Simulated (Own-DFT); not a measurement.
# How strain changes the stress of 4H SiC, 72 atoms (C36Si36)

All numbers below are calculated, not measured. The program, named Own-DFT, is a retired in-house plane-wave density functional code that no person has reviewed. Each row is one single-point run on a periodic cell that was not relaxed, without spin or spin-orbit coupling.

Settings of every run: PBE; PseudoDojo norm-conserving scalar-relativistic files; cutoff 42 hartree; 4 x 4 x 3 k mesh centred on Gamma; Fermi-Dirac smearing of 0.1 eV.

Known limits: forces on such cells passed a denser k mesh, each cell not checked; stress not checked against mesh or cutoff.

Unstrained cell vectors in Å: (9.248, 0.000, 0.000); (-4.624, 8.009, 0.000); (0.000, 0.000, 10.068). The unstrained cell has measured lattice constants (interpolated for alloys), not those of this functional. That, the random moves and any unrelaxed bonds set the pressure at no strain. Each run strains this cell uniformly, with the atoms carried along. Every atom was also moved at random, by a Gaussian of width 0.05 Å on each axis. Strain is the symmetric tensor, in per cent. Stress is positive in tension, and the pressure is minus a third of its trace.

```
run,e_xx (%),e_yy (%),e_zz (%),e_yz (%),e_xz (%),e_xy (%),s_xx (GPa),s_yy (GPa),s_zz (GPa),s_yz (GPa),s_xz (GPa),s_xy (GPa),P (GPa),E (meV/atom)
1,1.53,-0.36,-0.20,-1.66,1.45,-1.74,1.87,-4.68,-9.34,-5.09,5.33,-8.32,4.05,46.8
2,0.76,0.96,-0.47,1.50,-0.22,-1.99,-0.47,0.21,-6.62,5.63,-0.81,-8.18,2.29,18.2
3,1.35,0.23,1.16,0.53,0.73,0.61,4.05,-1.32,-0.24,2.31,2.58,1.87,-0.83,0.0
4,0.50,0.92,-0.33,1.74,-1.41,0.00,-1.22,1.27,-9.24,5.60,-3.82,0.29,3.06,30.2
5,0.87,-1.74,0.69,0.49,1.41,-1.27,-0.32,-13.35,-3.68,0.94,4.40,-5.24,5.78,29.3
6,-0.34,-0.88,-0.37,-0.85,-1.82,0.68,-10.89,-9.79,-8.04,-2.54,-5.32,3.86,9.57,54.1
7,0.33,1.83,1.91,1.09,-1.73,-0.77,0.20,4.09,5.74,3.54,-4.76,-1.85,-3.35,25.0
8,-1.51,0.43,-1.34,1.72,1.04,0.57,-12.87,-6.59,-15.51,6.86,4.74,3.02,11.66,59.2
9,0.22,0.68,0.34,-1.24,-0.39,0.33,-1.15,-1.29,-3.30,-4.06,-0.91,0.99,1.91,3.1
10,1.64,0.64,0.97,-0.17,0.34,1.07,3.58,0.07,1.54,-0.32,0.24,4.57,-1.73,12.7
11,0.16,-0.10,-0.75,-1.18,-0.41,-1.12,-5.43,-4.22,-11.11,-4.64,-2.29,-4.94,6.92,16.6
12,-0.90,-0.07,1.78,0.10,-0.26,0.39,-8.49,-3.75,2.54,0.00,-1.00,2.03,3.23,10.9
13,1.31,-0.39,-0.22,1.90,-0.78,1.13,1.93,-6.07,-7.46,6.44,-3.37,4.66,3.87,25.9
14,0.62,-0.26,0.17,0.17,0.01,-0.75,-0.36,-6.57,-4.68,1.40,0.47,-3.23,3.87,8.3
15,0.16,0.28,1.41,1.27,0.68,-0.86,-2.69,-3.23,1.88,4.73,2.70,-3.90,1.34,20.2
16,0.25,0.55,1.44,-0.15,-0.58,0.36,-3.66,0.19,3.28,-1.19,-2.54,1.40,0.06,1.5
17,1.11,-1.71,-0.60,-0.84,0.71,-1.75,?,?,?,?,?,?,?,?
```

E is the free energy for each atom above the lowest run shown.

## Worked fit

Each stress component was fitted by least squares to a constant and the strains of the runs shown, as fractions, with shears doubled. Shear strains stay in the fit of a normal stress only where such slopes are resolved. The slopes, in GPa:

| stress | at no strain | per e_xx | per e_yy | per e_zz | scatter |
|---|---|---|---|---|---|
| s_xx | -5.0 | 534 ± 42 | 107 ± 44 | 73 ± 38 | 1.39 |
| s_yy | -5.0 | 104 ± 35 | 494 ± 37 | 60 ± 31 | 1.15 |
| s_zz | -6.6 | 45 ± 38 | 78 ± 39 | 584 ± 34 | 1.23 |

Each shear stress against twice its own strain: yz 171 ± 7, xz 167 ± 11, xy 207 ± 6 GPa. These are stiffnesses along x, y and z of the frame in which the cell vectors are given, which need not be the crystal's axes. The atoms are held to the strained lattice; where symmetry lets them move under strain, relaxing them would lower some slopes. The table should be nearly symmetric about its diagonal, and what it lacks of that shows the noise. A ninth of its sum, 231 ± 7 GPa, estimates the bulk modulus near the mean pressure of these runs, 3.2 GPa, so it lies above the value at zero pressure.

## Withheld run

Question: what normal stresses and pressure should run 17 give?

The fit gives s_xx = -1.4, s_yy = -12.6, s_zz = -10.9 and P = 8.3 GPa. The calculation gave 0.14, -13.54, -11.93 and P = 8.44 GPa.
